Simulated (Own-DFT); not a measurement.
# One host, several defects: C40 NbSi2

Source: density functional calculations with Own-DFT, an unreviewed in-house program that is no longer used. Nothing was measured or relaxed, and spin and spin-orbit coupling are left out.

Settings: PBE; PseudoDojo norm-conserving scalar-relativistic files; cutoff 42 hartree; 4 x 4 x 5 k mesh centred on Gamma; cold (Marzari-Vanderbilt) smearing of 0.2 eV.

Keep in mind: forces on such cells failed a check on a denser k mesh; stress not checked against mesh or cutoff.

All runs share one cell, with vectors in Å (0.000, 8.324, 0.000); (-9.613, 0.000, 0.000); (0.000, 0.000, 6.586) and a volume of 527.0 Å³. Atoms were moved at random from their sites; u is the rms move along one axis. The defect's site can differ from row to row.

```
cell,formula,u (Å),P (GPa)
no defect,Nb12Si24,0.0203,1.51
no defect,Nb12Si24,0.0469,2.47
no defect,Nb12Si24,0.0505,2.37
two Si on a Nb site each,Nb10Si26,0.0257,1.56
two Si on a Nb site each,Nb10Si26,0.0301,1.48
two Si on a Nb site each,Nb10Si26,0.0498,2.41
two Si on a Nb site each,Nb10Si26,0.0518,?
two Nb on a Si site each,Nb14Si22,0.0282,7.58
two Nb on a Si site each,Nb14Si22,0.0313,7.41
two Nb on a Si site each,Nb14Si22,0.0457,8.62
one Si vacancy,Nb12Si23,0.0287,0.94
one Si vacancy,Nb12Si23,0.0292,0.89
one Si vacancy,Nb12Si23,0.0499,1.85
```

## Analysis

P = P0 + c u² + a shift for each defect gives P0 = 1.17 GPa, c = 553 ± 72 GPa/Å² and a scatter of 0.20 GPa. The shifts, and each times the cell's volume:

- two Nb on a Si site each: 5.99 ± 0.16 GPa, 19.7 eV (9.9 eV for each of its 2 sites)
- two Si on a Nb site each: -0.10 ± 0.16 GPa, -0.3 eV (-0.2 eV for each of its 2 sites) (not resolved)
- one Si vacancy: -0.70 ± 0.16 GPa, -2.3 eV

Against the defect-free cell, a freed cell would be larger where the shift is positive and smaller where it is negative (160.2 GPa Å³ is 1 eV). The atoms around the defects weren't relaxed, which would change these numbers.

## Withheld run

Q: what pressure belongs in the blank (two Si on a Nb site each, u = 0.0518 Å)?

Estimate: 2.55 ± 0.25 GPa. Computed: 2.70 GPa.
